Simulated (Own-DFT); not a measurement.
Simulation results for SiGe (layered order of Si and Ge on the diamond lattice, atoms displaced)

A calculation, not a measurement: plane-wave density functional theory by an unreviewed code, no spin, of a simulated periodic cell, stress positive in tension, run twice, with PBE and with PBEsol, both on files made for PBE, so the change isn't that of files made for PBEsol, forces on such cells passed a denser k mesh, this cell's mesh not checked; the far tail of each file's local potential was reset to the Coulomb form; each entry is a single point on an unrelaxed cell, so the pressure reflects the starting lattice, mostly measured values (interpolated for alloys), from which strain is counted, and rises with the displacements; printed positions are rounded, which can move forces by about a meV/angstrom; the program, named Own-DFT, is a retired in-house code; no spin-orbit coupling; stress was not checked against mesh or cutoff. Program: Own-DFT development build.

### SiGe (layered order of Si and Ge on the diamond lattice, atoms displaced)

```xyz
64
Lattice="11.0890 0.0000 0.0000 0.0000 11.0890 0.0000 0.0000 0.0000 11.0890" Properties=species:S:1:pos:R:3 SiGe
Ge    11.0511    11.0288    11.0677
Ge    11.0409     2.7073     2.7149
Ge     2.7596    11.0792     2.8133
Ge     2.6755     2.6712    11.0330
Ge     1.4631     1.4842     1.4309
Ge     1.3354     4.1376     4.2098
Ge     4.1868     1.2330     4.0925
Ge     4.1381     4.1711     1.5129
Si    10.9781    11.0214     5.5107
Si    10.9650     2.7610     8.3092
Si     2.8208    11.0434     8.4010
Si     2.7198     2.8864     5.4575
Si     1.3397     1.3633     6.8758
Si     1.4042     4.0940     9.6860
Si     4.2638     1.3130     9.6297
Si     4.2217     4.1395     6.9069
Ge    11.0202     5.4441     0.0755
Ge    11.0866     8.2154     2.6872
Ge     2.7680     5.5152     2.8699
Ge     2.7206     8.3275     0.0130
Ge     1.3641     6.8467     1.3753
Ge     1.3712     9.8319     4.1124
Ge     4.1466     6.9536     4.0504
Ge     4.1455     9.7274     1.3965
Si     0.0533     5.5113     5.5019
Si     0.0667     8.2951     8.3532
Si     2.8683     5.5339     8.2325
Si     2.7703     8.2929     5.4999
Si     1.3105     6.9108     6.9630
Si     1.2633     9.6027     9.6029
Si     4.1150     6.9387     9.5985
Si     4.2388     9.6329     6.9664
Ge     5.5123     0.0525     0.0172
Ge     5.5669     2.8171     2.7902
Ge     8.3839     0.0337     2.8041
Ge     8.3462     2.7822     0.0292
Ge     6.8110     1.3147     1.4414
Ge     6.8572     4.0817     4.1527
Ge     9.7030     1.3251     4.1628
Ge     9.6696     4.2588     1.3548
Si     5.4736    11.0090     5.4774
Si     5.5229     2.7145     8.3526
Si     8.3550    11.0291     8.3541
Si     8.3393     2.8100     5.5095
Si     6.9807     1.3581     6.9200
Si     6.9497     4.1179     9.7313
Si     9.5744     1.4489     9.7186
Si     9.7224     4.1051     6.9129
Ge     5.4790     5.4930    11.0877
Ge     5.4229     8.3670     2.8292
Ge     8.3603     5.5797     2.8288
Ge     8.2626     8.4163     0.0213
Ge     6.9416     6.9274     1.2621
Ge     6.8428     9.6898     4.0338
Ge     9.6178     6.8887     4.2184
Ge     9.7566     9.6124     1.4573
Si     5.6604     5.5285     5.4949
Si     5.4985     8.3002     8.2155
Si     8.3035     5.5655     8.3703
Si     8.3079     8.3702     5.5764
Si     6.9168     6.9184     6.9574
Si     7.0591     9.7103     9.6353
Si     9.8188     6.9223     9.6270
Si     9.6412     9.6465     6.8065
```

Settings of this run: functional PBE, then PBEsol, potential files PseudoDojo norm-conserving, scalar-relativistic, standard set, wave cutoff 42 hartree, occupations Fermi-Dirac, smearing width 0.1 eV and k mesh 3 x 3 x 3 centred on Gamma.

The calculation gives: PBE pressure 3.8 GPa; PBE stress xx -3.75 GPa; PBE stress yy -3.84 GPa; PBE stress zz -3.8 GPa; PBE stress yz 0.08 GPa; PBE stress xz -0.42 GPa; PBE stress xy -0.86 GPa; PBEsol pressure 1.5 GPa; PBEsol stress xx -1.44 GPa; PBEsol stress yy -1.54 GPa; PBEsol stress zz -1.5 GPa; PBEsol stress yz 0.07 GPa; PBEsol stress xz -0.42 GPa; PBEsol stress xy -0.84 GPa; rms change of force components from PBE to PBEsol 0.052 eV/Å.

Force:
| force element | PBE force x (eV/Å) | PBE force y (eV/Å) | PBE force z (eV/Å) | PBEsol force x (eV/Å) | PBEsol force y (eV/Å) | PBEsol force z (eV/Å) |
| --- | --- | --- | --- | --- | --- | --- |
| Ge | 0.205 | 0.906 | -0.223 | 0.184 | 0.868 | -0.148 |
| Ge | -0.249 | 1.113 | 0.461 | -0.227 | 1.075 | 0.443 |
| Ge | -0.041 | 0.403 | -1.629 | -0.031 | 0.399 | -1.574 |
| Ge | 2.356 | 1.035 | -0.858 | 2.269 | 0.982 | -0.739 |
| Ge | -1.053 | -2.182 | -0.145 | -1.016 | -2.109 | -0.139 |
| Ge | -0.46 | -0.023 | -1.198 | -0.437 | -0.011 | -1.254 |
| Ge | -0.147 | 2.383 | 1.209 | -0.166 | 2.311 | 1.085 |
| Ge | -0.675 | -0.595 | -1.616 | -0.639 | -0.567 | -1.549 |
| Si | 1.093 | 0.468 | 0.84 | 1.082 | 0.476 | 0.726 |
| Si | 1.194 | -0.536 | 0.181 | 1.182 | -0.536 | 0.194 |
| Si | -0.7 | -0.346 | -1.289 | -0.7 | -0.344 | -1.258 |
| Si | 1.35 | -2.159 | 1.561 | 1.307 | -2.106 | 1.452 |
| Si | 0.204 | 0.13 | 0.444 | 0.209 | 0.126 | 0.426 |
| Si | -0.601 | 0.681 | -0.899 | -0.583 | 0.667 | -0.806 |
| Si | -1.56 | 0.537 | 0.579 | -1.526 | 0.51 | 0.672 |
| Si | -0.031 | -0.068 | -0.443 | -0.016 | -0.075 | -0.451 |
| Ge | 1.931 | 1.346 | -2.777 | 1.864 | 1.304 | -2.604 |
| Ge | 0.421 | 0.035 | 2.047 | 0.396 | 0.044 | 1.959 |
| Ge | -0.903 | 0.016 | -0.659 | -0.864 | 0.018 | -0.653 |
| Ge | 0.012 | -0.325 | -1.023 | 0.008 | -0.32 | -0.923 |
| Ge | 0.743 | -0.31 | -0.165 | 0.705 | -0.292 | -0.145 |
| Ge | -0.839 | -2.264 | 0.997 | -0.786 | -2.189 | 0.886 |
| Ge | -0.064 | -0.77 | 2.538 | -0.06 | -0.745 | 2.38 |
| Ge | -0.579 | 0.002 | -0.516 | -0.562 | 0.002 | -0.478 |
| Si | -1.266 | 0.562 | 1.509 | -1.243 | 0.542 | 1.388 |
| Si | -1.69 | -0.61 | -2.18 | -1.689 | -0.598 | -2.17 |
| Si | -1.229 | -0.264 | 0.268 | -1.22 | -0.265 | 0.261 |
| Si | -0.377 | 0.374 | 0.922 | -0.366 | 0.368 | 0.825 |
| Si | 1.237 | -0.202 | -0.765 | 1.218 | -0.203 | -0.756 |
| Si | 1.953 | 1.836 | 1.468 | 1.946 | 1.837 | 1.555 |
| Si | 0.313 | 0.148 | 0.673 | 0.308 | 0.155 | 0.756 |
| Si | -1.737 | 0.944 | -1.139 | -1.73 | 0.944 | -1.137 |
| Ge | 0.552 | -1.482 | -1.244 | 0.548 | -1.438 | -1.11 |
| Ge | -1.012 | -1.538 | -0.247 | -0.98 | -1.494 | -0.244 |
| Ge | -1.104 | -1.042 | -0.978 | -1.077 | -1.015 | -0.945 |
| Ge | -1.422 | -0.193 | 0.381 | -1.38 | -0.164 | 0.442 |
| Ge | 1.844 | 1.07 | -0.036 | 1.783 | 1.038 | -0.03 |
| Ge | 1.86 | 0.956 | 0.595 | 1.797 | 0.913 | 0.489 |
| Ge | 0.011 | 1.278 | 0.915 | -0.002 | 1.237 | 0.795 |
| Ge | -0.887 | -1.906 | 1.678 | -0.849 | -1.849 | 1.621 |
| Si | 1.183 | 0.2 | 1.58 | 1.163 | 0.205 | 1.455 |
| Si | 1.082 | 0.589 | -0.976 | 1.075 | 0.593 | -0.96 |
| Si | 0.301 | 0.94 | -1.304 | 0.321 | 0.934 | -1.293 |
| Si | -0.138 | -0.702 | 0.704 | -0.145 | -0.69 | 0.598 |
| Si | -0.522 | -0.261 | -0.226 | -0.512 | -0.265 | -0.233 |
| Si | -0.45 | 0.178 | -0.486 | -0.437 | 0.167 | -0.39 |
| Si | 1.333 | -1.137 | -0.564 | 1.297 | -1.103 | -0.455 |
| Si | -0.491 | 1.171 | -0.159 | -0.485 | 1.17 | -0.169 |
| Ge | 0.045 | 0.271 | -0.887 | 0.053 | 0.269 | -0.781 |
| Ge | 1.319 | -0.855 | -2.254 | 1.27 | -0.811 | -2.181 |
| Ge | -1.826 | -0.579 | -0.837 | -1.755 | -0.56 | -0.824 |
| Ge | 1.386 | -0.923 | -0.996 | 1.356 | -0.914 | -0.877 |
| Ge | -0.735 | -0.016 | 1.447 | -0.705 | -0.016 | 1.399 |
| Ge | 1.401 | 0.555 | 1.762 | 1.347 | 0.532 | 1.639 |
| Ge | 1.455 | 1.006 | 0.861 | 1.408 | 0.956 | 0.747 |
| Ge | -0.892 | 1.181 | -0.803 | -0.864 | 1.142 | -0.786 |
| Si | -1.278 | 0.617 | 0.784 | -1.252 | 0.594 | 0.677 |
| Si | 1.352 | -0.439 | 1.55 | 1.348 | -0.438 | 1.555 |
| Si | 0.325 | -0.382 | -0.611 | 0.319 | -0.38 | -0.593 |
| Si | -1.631 | -1.118 | -0.69 | -1.633 | -1.123 | -0.782 |
| Si | 0.573 | 0.037 | -0.348 | 0.573 | 0.034 | -0.349 |
| Si | -2.283 | -0.221 | 0.053 | -2.258 | -0.252 | 0.145 |
| Si | -1.256 | -0.026 | 1.053 | -1.231 | -0.043 | 1.123 |
| Si | 1.094 | 0.509 | 2.107 | 1.09 | 0.502 | 2.095 |
